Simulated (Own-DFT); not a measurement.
Simulation results for GaN (wurtzite, strained, atoms displaced)

All values are calculated (Own-DFT development build). A calculation, not a measurement: plane-wave PBE density functional theory by an unreviewed code, no spin, of a simulated periodic cell, stress positive in tension, free energy of the whole cell less one offset for each atom, forces on such cells passed a denser k mesh, this cell's mesh not checked; offsets are fitted by least squares, one for each functional and potential file, so energies compare only between cells with the same atoms and settings and are not formation energies; the far tail of each file's local potential was reset to the Coulomb form; each entry is a single point on an unrelaxed cell, so the pressure reflects the starting lattice, mostly measured values (interpolated for alloys), from which strain is counted, and rises with the displacements; printed positions are rounded, which can move forces by about a meV/angstrom; the program, named Own-DFT, is a retired in-house code; no spin-orbit coupling.

Settings shared by all entries: functional PBE; potential files PseudoDojo norm-conserving, scalar-relativistic, standard set with the stringent files for Ga; wave cutoff 96 hartree; occupations Gaussian; smearing width 0.01 eV; k mesh 3 x 4 x 3 centred on Gamma.

(1) GaN (wurtzite, strained, atoms displaced)

```
GaN
1.0
     12.7560     0.0000     0.0000
     -4.7835     8.2853     0.0000
      0.0000     0.0000    10.5515
Ga N Ga N Ga N Ga N Ga N Ga N Ga N Ga N Ga N Ga N Ga N Ga N Ga N Ga N Ga N Ga N Ga N Ga N Ga N Ga N Ga N Ga N Ga N Ga N
2 2 2 2 2 2 2 2 2 2 2 2 2 2 2 2 2 2 2 2 2 2 2 2 2 2 2 2 2 2 2 2 2 2 2 2 2 2 2 2 2 2 2 2 2 2 2 2
Direct
  0.08347 0.21778 0.99703
  0.17128 0.10356 0.24801
  0.07877 0.22174 0.18271
  0.16688 0.11184 0.43738
  0.08313 0.22323 0.49789
  0.17021 0.11493 0.75379
  0.08760 0.22789 0.69276
  0.16923 0.11576 0.94270
  0.08432 0.55227 0.99998
  0.16165 0.42714 0.24479
  0.08336 0.54592 0.18197
  0.17324 0.44185 0.43486
  0.08367 0.55469 0.50933
  0.15606 0.43817 0.75509
  0.08593 0.56303 0.68937
  0.15428 0.43793 0.93812
  0.08071 0.89271 0.00144
  0.16850 0.77481 0.25542
  0.08449 0.89178 0.19253
  0.16911 0.78085 0.43349
  0.08317 0.89009 0.50536
  0.17103 0.77945 0.75382
  0.08044 0.88970 0.68396
  0.16727 0.77761 0.93735
  0.33325 0.22019 0.00006
  0.41691 0.11367 0.24384
  0.33244 0.21515 0.19526
  0.41844 0.10797 0.44253
  0.32904 0.21711 0.50303
  0.41006 0.11153 0.73962
  0.33240 0.21631 0.69245
  0.41656 0.11291 0.93987
  0.33488 0.55532 0.00327
  0.42244 0.45086 0.25228
  0.33137 0.56565 0.19135
  0.41355 0.44598 0.43507
  0.33584 0.54655 0.49240
  0.41201 0.44193 0.75275
  0.33162 0.55541 0.68269
  0.41289 0.43436 0.94220
  0.32898 0.89731 0.00623
  0.42196 0.77739 0.25244
  0.33597 0.87997 0.19253
  0.41912 0.77067 0.43595
  0.33659 0.88598 0.49684
  0.41789 0.77944 0.74622
  0.33740 0.89502 0.68269
  0.41545 0.78126 0.94039
  0.58829 0.22469 0.99658
  0.67070 0.12767 0.25021
  0.59394 0.22087 0.19338
  0.65836 0.10718 0.43671
  0.57928 0.22407 0.50611
  0.66968 0.12085 0.76071
  0.58175 0.22054 0.68835
  0.67285 0.10965 0.94169
  0.58173 0.54749 0.00258
  0.68061 0.45619 0.24738
  0.58507 0.55226 0.19461
  0.66234 0.43537 0.43977
  0.57860 0.55837 0.50452
  0.66524 0.44130 0.74148
  0.58501 0.55945 0.68168
  0.66722 0.44808 0.93840
  0.58559 0.89660 0.99982
  0.67107 0.77519 0.25082
  0.58328 0.89376 0.18659
  0.66314 0.77220 0.43726
  0.59683 0.89551 0.49394
  0.66572 0.77319 0.74889
  0.57922 0.88709 0.68821
  0.66501 0.76854 0.94308
  0.82714 0.22098 0.99938
  0.91643 0.10925 0.24837
  0.83508 0.22359 0.18814
  0.90991 0.10715 0.43171
  0.83357 0.21846 0.49869
  0.91616 0.10986 0.75195
  0.83126 0.22104 0.68646
  0.91673 0.10613 0.93942
  0.82304 0.54422 0.00151
  0.91777 0.44323 0.25019
  0.83399 0.55217 0.19102
  0.91551 0.44674 0.43446
  0.82945 0.54593 0.49386
  0.92367 0.45686 0.74703
  0.82933 0.54752 0.68988
  0.91721 0.43718 0.93528
  0.83903 0.88414 0.99962
  0.91074 0.78208 0.25432
  0.83163 0.90084 0.19360
  0.91746 0.77472 0.43795
  0.82603 0.88633 0.49681
  0.91817 0.77624 0.75578
  0.83564 0.90231 0.68888
  0.92740 0.78655 0.93737
```

```
free energy of cell above offsets : -5.158 eV
pressure                          : 3.84 GPa
stress xx                         : -5.77 GPa
stress yy                         : -5.94 GPa
stress zz                         : 0.2 GPa
stress yz                         : -0.2 GPa
stress xz                         : -0.07 GPa
stress xy                         : -0.16 GPa
```

Force:
```tsv
element	x (eV/Å)	y (eV/Å)	z (eV/Å)
Ga	-1.187	0.474	0.51
Ga	-1.74	0.999	0.911
N	1.464	-1.837	0.005
N	-0.286	-0.35	0.079
Ga	-0.095	-0.275	0.353
Ga	-0.914	-0.703	-0.06
N	-0.395	-1.23	-0.961
N	0.371	-0.704	-0.795
Ga	-1.242	0.654	0.471
Ga	-0.069	2.418	0.903
N	-0.605	0.941	1.095
N	-1.975	-0.231	0.05
Ga	0.503	0.31	-2.193
Ga	1.508	1.292	-0.294
N	0.201	-0.293	0.027
N	2.467	0.102	-0.304
Ga	2.131	0.051	0.927
Ga	-0.028	-0.673	-1.244
N	-0.32	-1.534	-0.892
N	-0.258	-0.617	1.695
Ga	0.216	-0.222	-1.333
Ga	-0.165	0.986	-0.449
N	0.744	0.094	1.535
N	-0.686	0.221	0.297
Ga	0.158	-0.31	0.945
Ga	1.97	-0.994	1.444
N	-0.118	1.862	-1.452
N	-1.148	0.465	-0.75
Ga	0.657	0.264	-0.685
Ga	2.536	-0.832	1.77
N	-1.549	1.716	-1.048
N	0.577	0.312	-0.553
Ga	-0.844	0.554	-0.152
Ga	-1.174	-0.708	-0.285
N	1.335	-2.349	-0.804
N	2.418	-1.634	0.122
Ga	-1.918	1.894	1.446
Ga	-0.008	0.671	-0.271
N	-0.157	-0.58	0.768
N	-0.035	1.277	-0.464
Ga	1.455	-1.188	-0.099
Ga	-0.066	0.686	0.253
N	-1.413	1.505	-0.454
N	0.131	0.63	0.523
Ga	0.288	-0.369	-0.242
Ga	-0.403	-0.434	0.629
N	-0.555	-0.987	0.388
N	0.06	-0.128	-0.511
Ga	-0.696	-0.624	0.919
Ga	3.048	-3.253	1.436
N	-4.515	2.448	-2.438
N	1.122	1.339	0.129
Ga	0.895	-0.972	-0.801
Ga	0.278	-1.362	-1.905
N	-0.279	0.043	0.816
N	-2.116	0.345	-0.858
Ga	-0.897	0.811	0.345
Ga	-2.438	-2.52	1.626
N	0.439	0.239	-0.981
N	-0.419	1.57	-0.437
Ga	0.701	-1.055	-1.357
Ga	-0.449	0.325	0.736
N	-0.262	-1.117	1.467
N	-0.259	-1.092	-0.978
Ga	0.048	-2.15	0.69
Ga	-2.096	0.619	-0.436
N	1.267	-0.008	0.269
N	0.874	-0.117	-0.535
Ga	-2.737	-0.586	1.223
Ga	-0.467	1.28	0.72
N	1.457	0.964	-0.106
N	0.168	0.622	-0.513
Ga	3.028	0.534	0.993
Ga	-0.43	1.772	0.137
N	-0.177	0.089	-0.293
N	1.103	0.192	0.721
Ga	-1.332	0.363	0.16
Ga	-0.158	1.211	0.414
N	0.467	0.825	0.183
N	-0.542	0.047	-0.067
Ga	2.53	1.323	-0.083
Ga	1.014	0.123	-0.306
N	0.968	1.882	-1.256
N	1.239	-0.684	0.611
Ga	-0.533	0.931	0.975
Ga	-0.615	-1.883	0.705
N	0.116	1.437	-0.612
N	-1.143	1.03	0.016
Ga	-1.742	0.508	0.196
Ga	1.433	0.111	-0.225
N	1.401	-2.391	-1.439
N	-0.931	0.069	0.331
Ga	1.608	0.136	0.861
Ga	-0.755	0.214	-1.399
N	0.47	-2.597	-0.666
N	-1.522	-2.181	0.164
```

(2) GaN (wurtzite, strained, atoms displaced)

```
GaN
1.0
     12.7560     0.0000     0.0000
     -4.7835     8.2853     0.0000
      0.0000     0.0000    10.5515
Ga N Ga N Ga N Ga N Ga N Ga N Ga N Ga N Ga N Ga N Ga N Ga N Ga N Ga N Ga N Ga N Ga N Ga N Ga N Ga N Ga N Ga N Ga N Ga N
2 2 2 2 2 2 2 2 2 2 2 2 2 2 2 2 2 2 2 2 2 2 2 2 2 2 2 2 2 2 2 2 2 2 2 2 2 2 2 2 2 2 2 2 2 2 2 2
Direct
  0.07576 0.22166 0.01923
  0.16434 0.11146 0.24746
  0.07997 0.22358 0.18592
  0.17473 0.11391 0.44125
  0.08992 0.22857 0.49707
  0.16475 0.10131 0.74713
  0.08200 0.21388 0.68927
  0.16495 0.11249 0.94821
  0.07501 0.54478 0.99441
  0.17448 0.45722 0.25509
  0.07950 0.55061 0.18581
  0.17100 0.45414 0.44375
  0.08597 0.56224 0.50750
  0.16752 0.44774 0.75173
  0.09386 0.56190 0.68981
  0.16667 0.43761 0.94163
  0.08375 0.89049 0.99108
  0.17136 0.78189 0.25250
  0.08574 0.89473 0.19024
  0.15864 0.77489 0.43510
  0.08765 0.88815 0.49904
  0.16414 0.77726 0.75264
  0.08050 0.88548 0.68548
  0.17758 0.78513 0.94050
  0.32709 0.21378 0.00255
  0.41178 0.11073 0.25141
  0.33303 0.22319 0.19204
  0.41923 0.11823 0.45117
  0.32991 0.22435 0.49872
  0.42365 0.12300 0.75646
  0.33048 0.21559 0.68705
  0.41664 0.10603 0.93852
  0.33269 0.56090 0.99614
  0.41787 0.44615 0.24771
  0.33347 0.55357 0.19323
  0.40969 0.43780 0.44061
  0.33650 0.55245 0.49666
  0.42155 0.44536 0.74803
  0.32950 0.55083 0.68829
  0.41905 0.44628 0.93320
  0.34156 0.89506 0.00689
  0.41444 0.76775 0.25355
  0.33513 0.89104 0.17999
  0.41187 0.78368 0.44324
  0.33385 0.88936 0.50242
  0.42078 0.77792 0.74889
  0.33530 0.88679 0.68544
  0.41816 0.78782 0.94331
  0.57872 0.21869 0.00172
  0.66778 0.11268 0.25409
  0.57996 0.21740 0.19434
  0.66881 0.10008 0.43103
  0.58591 0.22628 0.49684
  0.67008 0.11186 0.74687
  0.58281 0.23171 0.68653
  0.66599 0.10951 0.94006
  0.58238 0.55440 0.00426
  0.66718 0.44882 0.25432
  0.58128 0.54908 0.18852
  0.66515 0.44315 0.43980
  0.57969 0.53860 0.49905
  0.66203 0.44163 0.75127
  0.57812 0.56167 0.69561
  0.66797 0.44942 0.93440
  0.58343 0.89096 0.00082
  0.66690 0.78389 0.26002
  0.58652 0.88536 0.19327
  0.66226 0.77565 0.43584
  0.58747 0.89340 0.50878
  0.66848 0.77977 0.75480
  0.58397 0.89432 0.68043
  0.66406 0.77431 0.93732
  0.83096 0.21753 0.99665
  0.91847 0.11213 0.25322
  0.82464 0.21748 0.19679
  0.92594 0.11476 0.43937
  0.83099 0.21933 0.50165
  0.91827 0.11363 0.74677
  0.82898 0.22004 0.69551
  0.91655 0.11596 0.94587
  0.84123 0.55332 0.99768
  0.91945 0.44513 0.24544
  0.83527 0.55486 0.18801
  0.92013 0.44630 0.43590
  0.83888 0.54297 0.49231
  0.92093 0.44636 0.74917
  0.83472 0.55705 0.69134
  0.92297 0.45704 0.93944
  0.83663 0.89269 0.98777
  0.91756 0.79246 0.25364
  0.83346 0.87786 0.19669
  0.91314 0.78373 0.43607
  0.82747 0.88144 0.50013
  0.91872 0.77252 0.74979
  0.84030 0.88259 0.68445
  0.91837 0.77607 0.93764
```

```
stress zz : —
```

Q: What stress zz does the calculation give for GaN (wurtzite, strained, atoms displaced) (entry 2)?
A: -0.59 GPa

Further results for GaN (wurtzite, strained, atoms displaced) (entry 2):

```
free energy of cell above offsets : -4.723 eV
pressure                          : 4.04 GPa
stress xx                         : -7.24 GPa
stress yy                         : -4.27 GPa
stress yz                         : 0.07 GPa
stress xz                         : 0.24 GPa
stress xy                         : -0.04 GPa
```

Force:
```tsv
element	x (eV/Å)	y (eV/Å)	z (eV/Å)
Ga	1.386	0.237	-4.055
Ga	0.332	0.179	0.623
N	0.564	0.661	3.666
N	-2.072	-0.787	-1.14
Ga	0.082	-0.488	0.814
Ga	-0.209	1.243	1.022
N	-0.192	1.228	-0.286
N	-0.733	0.015	-1.368
Ga	3.094	2.439	1.459
Ga	-1.418	-1.201	-0.053
N	1.144	0.897	-0.079
N	-0.263	-0.575	-0.752
Ga	0.271	-0.495	-0.849
Ga	1.17	-1.487	0.48
N	-1.867	-0.815	0.022
N	-0.856	0.387	-0.321
Ga	0.884	-0.355	1.658
Ga	-1.005	-0.414	-1.178
N	0.108	-0.771	-0.539
N	1.785	0.12	0.22
Ga	-2.058	0.557	-0.029
Ga	1.408	1.18	0.411
N	0.787	-0.361	0.068
N	-1.317	-1.085	-0.42
Ga	0.624	1.233	-0.126
Ga	0.916	-0.082	0.902
N	-0.396	0.082	-0.582
N	-0.168	-0.804	-1.87
Ga	1.602	-0.435	1.28
Ga	-0.682	-1.796	-1.136
N	0.078	0.765	0.407
N	-0.566	1.174	0.15
Ga	0.71	-0.48	0.25
Ga	0.242	-0.574	0.516
N	0.178	0.045	-1.18
N	1.474	0.951	-1.035
Ga	-1	1.459	1.368
Ga	-2.286	-1.18	0.582
N	0.999	0.559	-0.069
N	-0.555	-0.414	1.135
Ga	-1.307	-0.505	-1.475
Ga	0.093	2.078	0.279
N	0.224	-0.424	2.909
N	2.013	-1.09	-1.006
Ga	-1.057	0.722	0.473
Ga	-1.186	-0.23	0.105
N	-0.414	0.507	0.995
N	1.303	-1.251	-1.148
Ga	0.673	1.112	0.523
Ga	-1.185	-1.063	-0.891
N	-0.13	0.514	-0.508
N	-0.814	1.553	2.053
Ga	0.265	-1.249	0.494
Ga	-2.14	-0.085	1.05
N	1.371	-1.083	-0.315
N	-0.225	0.401	-0.764
Ga	0.213	-0.2	-0.417
Ga	0.801	-0.561	-1.057
N	-0.212	1.063	0.375
N	1.443	0.033	-0.406
Ga	-1.521	2.056	0.992
Ga	0.476	1.517	0.167
N	2.198	-0.044	-1.938
N	0.558	-0.714	0.915
Ga	0.522	-0.467	0.926
Ga	0.991	-0.951	-1.625
N	-1.374	0.339	-0.889
N	0.075	-0.773	1.843
Ga	-0.756	-1.197	-2.561
Ga	0.286	0.252	-0.825
N	0.789	-0.205	2.628
N	0.208	0.864	0.297
Ga	-0.876	0.859	1.411
Ga	-0.924	-0.6	0.122
N	2.181	0.783	-1.678
N	-1.399	-0.339	0.274
Ga	1.083	0.088	-0.497
Ga	0.565	-0.812	0.327
N	1.485	0.861	-1.231
N	0.38	-0.359	-1.434
Ga	-3.029	0.822	1.289
Ga	-0.771	-0.31	0.474
N	-0.367	0.329	0.056
N	1.42	-1.331	0.065
Ga	-2.633	2.606	1.333
Ga	-0.483	0.38	0.073
N	0.264	-1.234	-1.007
N	-0.331	-3.121	-1.76
Ga	-0.296	-1.134	1.784
Ga	3.237	-2.425	0.301
N	-3.245	2.565	-2.27
N	1.641	-1.243	0.661
Ga	0.374	0.761	0.029
Ga	-0.319	0.127	0.083
N	-2.051	0.802	0.909
N	-0.279	0.194	-0.475
```
